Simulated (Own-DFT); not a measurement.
# Computed records: GaP (zincblende, atoms displaced)

A calculation, not a measurement: plane-wave PBE density functional theory by an unreviewed code, no spin, of a simulated periodic cell, stress positive in tension, free energy of the whole cell less one offset for each atom, forces on such cells passed a denser k mesh, this cell's mesh not checked; offsets are fitted by least squares, one for each functional and potential file, so energies compare only between cells with the same atoms and settings and are not formation energies; the far tail of each file's local potential was reset to the Coulomb form; each entry is a single point on an unrelaxed cell, so the pressure reflects the starting lattice, mostly measured values (interpolated for alloys), from which strain is counted, and rises with the displacements; printed positions are rounded, which can move forces by about a meV/angstrom; the program, named Own-DFT, is a retired in-house code; no spin-orbit coupling. Program: Own-DFT development build.

Settings shared by all entries: functional PBE; potential files PseudoDojo norm-conserving, scalar-relativistic, standard set; wave cutoff 42 hartree; occupations Fermi-Dirac; smearing width 0.1 eV; k mesh 2 x 3 x 3 centred on Gamma.

(1) GaP (zincblende, atoms displaced)

```
CELL_PARAMETERS angstrom
16.35150 0.00000 0.00000
0.00000 10.90100 0.00000
0.00000 0.00000 10.90100
ATOMIC_POSITIONS crystal
Ga 0.99770 0.02036 0.99720
Ga 0.01512 0.24892 0.22271
Ga 0.16219 0.02110 0.24214
Ga 0.16530 0.26008 0.00192
P 0.07527 0.12543 0.12892
P 0.06662 0.35151 0.36766
P 0.24812 0.11986 0.38025
P 0.25503 0.36174 0.11593
Ga 0.99664 0.00090 0.47556
Ga 0.98623 0.26501 0.77184
Ga 0.17487 0.99176 0.76135
Ga 0.16852 0.22818 0.51707
P 0.07124 0.11333 0.62728
P 0.08906 0.38434 0.89366
P 0.25342 0.13568 0.88142
P 0.23491 0.37478 0.62658
Ga 0.00791 0.51394 0.00500
Ga 0.00033 0.74688 0.28840
Ga 0.16664 0.49302 0.24217
Ga 0.14328 0.76680 0.98644
P 0.08200 0.62248 0.12461
P 0.08046 0.84884 0.36942
P 0.23848 0.60931 0.36424
P 0.23586 0.88733 0.11717
Ga 0.00352 0.48008 0.50638
Ga 0.99525 0.75285 0.75852
Ga 0.15743 0.52079 0.73934
Ga 0.17350 0.75025 0.52465
P 0.08960 0.63993 0.59600
P 0.07107 0.87688 0.85662
P 0.25168 0.62899 0.89018
P 0.23586 0.86939 0.59572
Ga 0.33312 0.01499 0.01060
Ga 0.33311 0.26748 0.24350
Ga 0.49509 0.98637 0.24382
Ga 0.48204 0.25106 0.98681
P 0.40155 0.11289 0.11824
P 0.40586 0.39055 0.35666
P 0.57270 0.13323 0.38195
P 0.57456 0.38686 0.11170
Ga 0.33337 0.97975 0.49650
Ga 0.31543 0.24779 0.76347
Ga 0.50659 0.02665 0.74467
Ga 0.49975 0.23769 0.51238
P 0.42328 0.11338 0.62199
P 0.39442 0.37912 0.87503
P 0.59256 0.12743 0.87562
P 0.58980 0.36210 0.61838
Ga 0.34198 0.49362 0.01092
Ga 0.33154 0.75199 0.23052
Ga 0.49678 0.52292 0.26423
Ga 0.49026 0.72698 0.00315
P 0.41898 0.63669 0.13060
P 0.42494 0.85040 0.37260
P 0.59251 0.60639 0.38333
P 0.59107 0.88110 0.12692
Ga 0.32399 0.51526 0.48665
Ga 0.32147 0.75478 0.75216
Ga 0.51384 0.48920 0.73994
Ga 0.49407 0.71537 0.48809
P 0.42387 0.64064 0.60616
P 0.42164 0.88909 0.86865
P 0.60394 0.63983 0.86157
P 0.56878 0.89798 0.62254
Ga 0.65137 0.00014 0.99822
Ga 0.68271 0.24600 0.26108
Ga 0.81936 0.00025 0.25643
Ga 0.84533 0.25109 0.00572
P 0.75161 0.11863 0.12367
P 0.73728 0.37692 0.38552
P 0.91563 0.11996 0.40247
P 0.92401 0.38463 0.11071
Ga 0.66185 0.02102 0.46782
Ga 0.66925 0.25709 0.72318
Ga 0.82361 0.00366 0.74053
Ga 0.82583 0.25813 0.50467
P 0.76248 0.15382 0.61575
P 0.76080 0.40213 0.84961
P 0.90882 0.13738 0.85339
P 0.91704 0.40060 0.64079
Ga 0.67424 0.50253 0.97366
Ga 0.67868 0.73872 0.26119
Ga 0.82061 0.50748 0.25133
Ga 0.83263 0.76198 0.00824
P 0.75964 0.62154 0.13672
P 0.76019 0.84801 0.36421
P 0.90033 0.60661 0.36824
P 0.89986 0.85262 0.13359
Ga 0.66327 0.48808 0.52847
Ga 0.66686 0.72772 0.72690
Ga 0.83002 0.52733 0.73232
Ga 0.84412 0.76631 0.49356
P 0.74810 0.61735 0.60519
P 0.74536 0.87541 0.89198
P 0.91240 0.60488 0.87579
P 0.91138 0.88367 0.63763
```

- free energy of cell above offsets: -15.709 eV
- pressure: 8.44 GPa
- stress xx: -8.21 GPa
- stress yy: -8.51 GPa
- stress zz: -8.59 GPa
- stress yz: 0.18 GPa
- stress xz: -1.13 GPa
- stress xy: -2.16 GPa

Force:
```
element  x (eV/Å)  y (eV/Å)  z (eV/Å)
     Ga    -1.997    -1.949    -0.977
     Ga    -5.821     3.492     2.475
     Ga     0.728    -2.071     1.324
     Ga    -0.012    -1.617     0.014
      P     3.558    -2.781    -3.966
      P     3.389     1.596     1.822
      P     1.021     0.458    -0.522
      P    -1.306     2.139     0.302
     Ga      2.96    -3.347     2.793
     Ga     3.152     1.933    -1.936
     Ga    -1.035     0.865    -1.171
     Ga    -1.602       0.3    -0.625
      P     0.839     0.438     0.934
      P    -1.305     0.479    -2.566
      P    -2.907    -3.363     1.911
      P     1.433     0.689    -0.015
     Ga     -1.27    -1.068    -1.169
     Ga    -5.503    -4.711    -5.096
     Ga    -1.422    -1.705    -0.597
     Ga     1.919    -1.356     1.543
      P     0.737     2.104     1.649
      P     4.894     5.751     3.485
      P      0.68     3.222     0.127
      P     0.567    -0.543    -0.291
     Ga    -0.323     1.388    -1.483
     Ga    -1.897    -2.334    -1.798
     Ga     0.848    -0.793     1.286
     Ga     -3.27    -5.292    -8.674
      P    -5.232    -3.605     3.524
      P     1.252     2.629     1.569
      P    -1.066     0.115    -0.672
      P     7.197     8.075     7.009
     Ga    -3.645    -5.008    -4.529
     Ga     0.105    -3.044     0.743
     Ga     0.146     0.821     0.167
     Ga     1.401    -0.059     0.823
      P     5.242     4.425     4.963
      P     1.646    -0.203     2.477
      P    -0.112     0.408     -3.95
      P     0.526    -0.253     0.227
     Ga     1.144     0.549    -0.901
     Ga     2.081      2.31    -4.089
     Ga     0.515    -1.514     2.452
     Ga    -1.094     2.096    -1.001
      P    -4.059     1.229    -0.065
      P     3.278    -0.771    -2.471
      P    -1.418     2.774    -1.315
      P    -4.435    -0.388     0.126
     Ga    -1.431     2.106     1.152
     Ga    -2.051     1.149      1.48
     Ga     0.606    -1.888    -1.485
     Ga     3.319      3.59    -3.507
      P    -1.528    -2.901     0.864
      P    -1.744     1.302    -0.855
      P     0.405     1.188     0.143
      P     -1.56     -2.63     1.459
     Ga     1.099    -1.481      1.55
     Ga     1.331     0.497    -0.254
     Ga    -1.458     1.438      1.06
     Ga     5.684     4.431    -4.057
      P    -5.806    -4.928     6.672
      P    -0.966    -0.688     0.566
      P    -4.813    -2.343      3.11
      P     2.685    -2.663    -1.963
     Ga     2.499    -0.065     0.169
     Ga    -2.772    -0.672    -1.763
     Ga       2.2    -0.131     0.203
     Ga    -1.371     0.243    -0.807
      P    -0.582     1.128    -0.823
      P     2.105     1.023      0.06
      P    -3.389     2.991    -4.259
      P     -0.78    -0.478     2.032
     Ga     1.904    -2.804     2.747
     Ga     2.139    -1.313     4.064
     Ga    -0.872    -0.133     1.109
     Ga     4.644     3.953    -3.426
      P    -4.197    -5.594     3.057
      P    -1.012    -3.356     1.289
      P    -1.111    -2.733     2.791
      P     0.012    -2.031    -0.876
     Ga    -0.289    -0.326     2.234
     Ga    -2.492    -0.954    -1.654
     Ga     1.272    -4.558     0.879
     Ga    -1.582    -3.181    -3.112
      P    -3.349     1.748    -4.424
      P    -1.286     3.741     1.589
      P     3.623     1.599     3.033
      P     4.743      4.09     3.222
     Ga     0.647     1.054    -3.002
     Ga     1.028     4.792    -2.122
     Ga     0.791    -0.093     0.474
     Ga     0.452    -1.742     1.236
      P     1.143     2.758    -0.776
      P    -0.268     0.239     -2.29
      P     0.794     2.947     0.599
      P     1.058    -0.829    -1.256
```

(2) GaP (zincblende, atoms displaced)

```
CELL_PARAMETERS angstrom
16.35150 0.00000 0.00000
0.00000 10.90100 0.00000
0.00000 0.00000 10.90100
ATOMIC_POSITIONS crystal
Ga 0.01131 0.99423 0.00296
Ga 0.00424 0.23677 0.26669
Ga 0.16594 0.00782 0.24840
Ga 0.16819 0.26838 0.03212
P 0.09244 0.12440 0.13822
P 0.08896 0.35732 0.34767
P 0.25886 0.11433 0.39168
P 0.24713 0.35625 0.11060
Ga 0.99878 0.00648 0.50289
Ga 0.01207 0.25082 0.73247
Ga 0.17189 0.03642 0.73043
Ga 0.16570 0.25909 0.47365
P 0.06914 0.11488 0.64946
P 0.07166 0.38246 0.88340
P 0.24202 0.12514 0.88422
P 0.24318 0.38311 0.61110
Ga 0.99377 0.50762 0.00366
Ga 0.98688 0.72816 0.24675
Ga 0.17246 0.50935 0.23130
Ga 0.17610 0.73901 0.99238
P 0.07867 0.61383 0.12436
P 0.08566 0.86368 0.36298
P 0.24804 0.58860 0.39411
P 0.24406 0.88606 0.11038
Ga 0.99234 0.51304 0.49108
Ga 0.99963 0.73054 0.74733
Ga 0.16632 0.48178 0.74181
Ga 0.16970 0.74112 0.50026
P 0.06805 0.62002 0.63806
P 0.08173 0.88907 0.88322
P 0.25290 0.62285 0.85744
P 0.24708 0.88151 0.61978
Ga 0.32975 0.00475 0.00577
Ga 0.32832 0.24408 0.26905
Ga 0.49386 0.01726 0.26784
Ga 0.50007 0.27103 0.00619
P 0.39809 0.11371 0.10325
P 0.43195 0.38648 0.35997
P 0.57483 0.10886 0.35546
P 0.58015 0.36940 0.11948
Ga 0.33161 0.99158 0.48245
Ga 0.33963 0.25378 0.75638
Ga 0.50593 0.98453 0.74155
Ga 0.51135 0.24874 0.47748
P 0.41131 0.11761 0.62577
P 0.42315 0.39544 0.87025
P 0.58243 0.12764 0.86694
P 0.56301 0.36109 0.63129
Ga 0.32855 0.48159 0.00474
Ga 0.31411 0.74058 0.27913
Ga 0.49463 0.52534 0.28015
Ga 0.49966 0.75131 0.00169
P 0.42224 0.63047 0.12853
P 0.41903 0.87262 0.36353
P 0.58140 0.63350 0.37664
P 0.58187 0.87792 0.15037
Ga 0.33919 0.47985 0.50023
Ga 0.34117 0.73717 0.74352
Ga 0.49510 0.48322 0.75380
Ga 0.52529 0.74267 0.49470
P 0.41556 0.62320 0.63251
P 0.42631 0.86143 0.86793
P 0.57499 0.61239 0.87596
P 0.56948 0.86397 0.62523
Ga 0.67943 0.98874 0.00088
Ga 0.65070 0.28418 0.24028
Ga 0.82662 0.98785 0.26099
Ga 0.82772 0.25934 0.99084
P 0.75692 0.11479 0.16673
P 0.75285 0.36953 0.38905
P 0.92620 0.11041 0.35428
P 0.92533 0.37479 0.13793
Ga 0.66256 0.98678 0.50504
Ga 0.66150 0.24032 0.73038
Ga 0.83124 0.99302 0.77072
Ga 0.83552 0.22031 0.49894
P 0.75884 0.14658 0.63394
P 0.76450 0.36908 0.88681
P 0.91274 0.15785 0.88871
P 0.92196 0.36554 0.62670
Ga 0.66774 0.50116 0.01817
Ga 0.64725 0.74778 0.24139
Ga 0.81948 0.50072 0.23695
Ga 0.82553 0.74801 0.00949
P 0.74698 0.62217 0.13576
P 0.75280 0.87485 0.35622
P 0.90341 0.60890 0.37180
P 0.91118 0.86887 0.09962
Ga 0.67374 0.51159 0.51225
Ga 0.67024 0.74641 0.74257
Ga 0.83630 0.48146 0.73922
Ga 0.83506 0.72809 0.47655
P 0.73830 0.62537 0.62214
P 0.74960 0.87919 0.87593
P 0.92945 0.59932 0.89041
P 0.92336 0.86789 0.64271
```

* free energy of cell above offsets: -13.760 eV
* pressure: 8.57 GPa
* stress xx: -8.93 GPa
* stress yy: -8.89 GPa
* stress zz: -7.89 GPa
* stress yz: -0.63 GPa
* stress xz: -1.14 GPa
* stress xy: 0.38 GPa

Force:
```
element  x (eV/Å)  y (eV/Å)  z (eV/Å)
     Ga    -2.265     2.503     1.254
     Ga    -0.446     0.584    -3.156
     Ga     1.537    -1.925     1.404
     Ga    -9.072    -6.735    -7.631
      P    -2.361     1.127    -1.574
      P     0.158     3.993     1.207
      P    -3.595     2.415    -2.328
      P     8.436     6.661     7.485
     Ga     0.336    -1.857    -0.142
     Ga    -3.125     4.014     4.457
     Ga     1.658    -2.956     1.799
     Ga     0.849    -1.336     2.416
      P     1.538    -1.905    -5.115
      P     2.363    -1.434    -0.526
      P     0.906     1.571    -0.097
      P     0.966    -2.601     0.283
     Ga     3.652    -4.875     4.975
     Ga     0.594      1.66    -0.584
     Ga    -0.053    -1.502     0.432
     Ga    -1.638     0.961     0.001
      P     1.112     1.702    -0.167
      P      -0.6      0.11      0.75
      P    -0.844     1.803    -1.125
      P     0.002     -1.95      2.08
     Ga     1.134     -2.07     0.923
     Ga    -1.659     3.073     4.057
     Ga    -1.562     1.629     1.607
     Ga    -1.198      0.15     0.535
      P     4.114    -2.356    -3.589
      P     2.514    -2.889    -3.032
      P    -0.419     -1.34     1.045
      P     0.479    -0.667     0.328
     Ga    -2.608    -4.302    -4.993
     Ga     1.066     0.472    -1.957
     Ga    -5.677    -3.988    -5.558
     Ga    -2.345    -3.133    -2.447
      P     5.761     5.545     5.232
      P    -3.534    -4.277     2.334
      P     6.543     4.902     4.326
      P    -1.569     4.655    -0.754
     Ga     2.838    -2.412     3.223
     Ga    -0.917    -0.461     -0.01
     Ga    -2.208     2.967      1.92
     Ga    -1.652    -0.895      0.82
      P     0.823      0.12    -0.777
      P    -4.076    -4.029     3.997
      P     0.382    -0.914     1.049
      P     3.012      0.54    -1.306
     Ga     1.182     2.263    -0.753
     Ga     1.194     0.833    -1.984
     Ga     0.457     1.591    -4.471
     Ga     0.959    -0.023     0.655
      P    -2.101     -0.83     0.662
      P    -0.448    -1.325     1.293
      P     4.466    -3.503    -1.035
      P    -2.164     2.714    -4.198
     Ga     1.824      0.59     0.678
     Ga    -1.466     2.589     0.995
     Ga     2.361     4.221    -2.947
     Ga    -6.142     1.661     1.723
      P     2.122    -1.834     -2.97
      P    -1.688     1.293     0.282
      P     1.981     0.707     0.234
      P     4.314     0.434     0.299
     Ga    -2.169     2.397     2.554
     Ga     4.465    -4.496     4.475
     Ga     5.096     0.266    -2.017
     Ga     2.415    -3.071     6.771
      P     -3.05     3.777    -4.318
      P    -1.166     0.439    -0.979
      P    -2.432    -1.353     2.769
      P    -1.475    -0.234    -0.272
     Ga     0.775     0.689    -0.427
     Ga    -0.742     1.489     1.863
     Ga     2.444     2.324    -1.352
     Ga     2.463     2.018    -2.257
      P    -1.342    -4.265     0.713
      P    -6.017     4.526    -3.994
      P     2.805    -3.875    -2.048
      P     -0.34     0.085    -2.479
     Ga    -0.124    -0.525    -2.523
     Ga     3.819     -1.44     1.232
     Ga     2.428    -3.242     1.851
     Ga     0.175    -1.546    -1.889
      P    -2.071     2.514    -1.136
      P    -3.328    -3.928     4.026
      P     1.719    -1.354    -2.468
      P     1.223     0.971     3.062
     Ga    -3.245    -3.932      -2.7
     Ga    -1.936     0.886     2.002
     Ga     -0.12     1.061     1.297
     Ga    -2.239     3.822     3.261
      P     4.879     1.369     1.764
      P    -0.518    -3.272    -0.553
      P    -6.745     5.721    -6.119
      P    -1.849     0.452    -1.644
```
